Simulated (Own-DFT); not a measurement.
# Reading a pressure off an energy slope: corundum Al2O3, 78 atoms (Al32O46), with two O vacancies

Calculated, not measured. Each geometry was run twice at fixed positions with Own-DFT, a retired in-house plane-wave program that no person has reviewed: with PBE, and with HSE06 (exact exchange share 0.25 at short range, screening 0.11 per bohr, Gygi-Baldereschi treatment of its divergence). Both used PseudoDojo norm-conserving files made for PBE, a cutoff of 48 hartree, the Gamma point alone, fixed occupations, a neutral cell and no spin. One k point on a cell 7.9 Å thick isn't converged, and results move with the size of the cell. The oxygen file's force components were 24 meV/Å off all-electron values in a glass.

Unstrained cell vectors in Å: (5.494, 0.000, 8.660); (-2.747, 4.758, 8.660); (-2.747, -4.758, 8.660), volume V0 = 679.1 Å³, from measured lattice constants. Each geometry has its own random strain of a few per cent, its own defect sites and random moves of rms u per axis. HSE06 gave the energy alone. D is its energy less that of PBE, over the lowest D shown. The PBE stress wasn't checked against mesh or cutoff.

| run | V - V0 (Å³) | u (Å) | P with PBE (GPa) | D (eV) |
|---|---|---|---|---|
| 1 | 4.3 | 0.0299 | 5.33 | 0.811 |
| 2 | 5.7 | 0.0278 | 4.75 | 0.847 |
| 3 | -10.5 | 0.0308 | 11.40 | 0.168 |
| 4 | 3.4 | 0.0311 | 6.14 | 0.746 |
| 5 | -5.1 | 0.0487 | 11.03 | 0.583 |
| 6 | -18.6 | 0.0475 | 16.82 | 0.000 |
| 7 | -7.5 | 0.0549 | 12.83 | 0.545 |
| 8 | 25.7 | 0.0554 | 0.15 | 1.813 |
| 9 | -5.7 | 0.0287 | 9.36 | 0.432 |
| 10 | -11.8 | 0.0293 | 11.46 | 0.187 |
| 11 | -7.3 | 0.0301 | 10.48 | 0.316 |
| 12 | 7.7 | 0.0478 | 5.47 | 1.048 |
| 13 | -2.7 | 0.0534 | 11.14 | ? |

## What the rows give

D = 0.54 + 0.0390 (V - V0) + 92 u² eV, with an error of 0.0008 on the volume slope, 10 on the last term and a scatter of 0.03 eV. Pressure is -dE/dV, and 1 eV/Å³ is 160.2 GPa, so HSE06 changes the pressure by -6.3 ± 0.1 GPa. With the ions held to the strained lattice, the PBE pressure falls by 270 ± 6 GPa per unit of volume strain; the shape of the strain isn't fitted, so the true error is larger, and a relaxed crystal would be softer. On that slope HSE06's volume at a given pressure is about 2.3 % smaller, or 0.8 % in lengths. At u = 0 and V0 the PBE pressure is 6.0 GPa, which puts the zero-pressure volume, against the measured cell and with the defects in, at +2.2 % for PBE and -0.1 % for HSE06, each good to a few tenths of a per cent.

## The run left out

The question: what D should run 13 give?

The fit gives 0.70 eV, with rows scattering by 0.03. The calculation gave 0.653 eV.
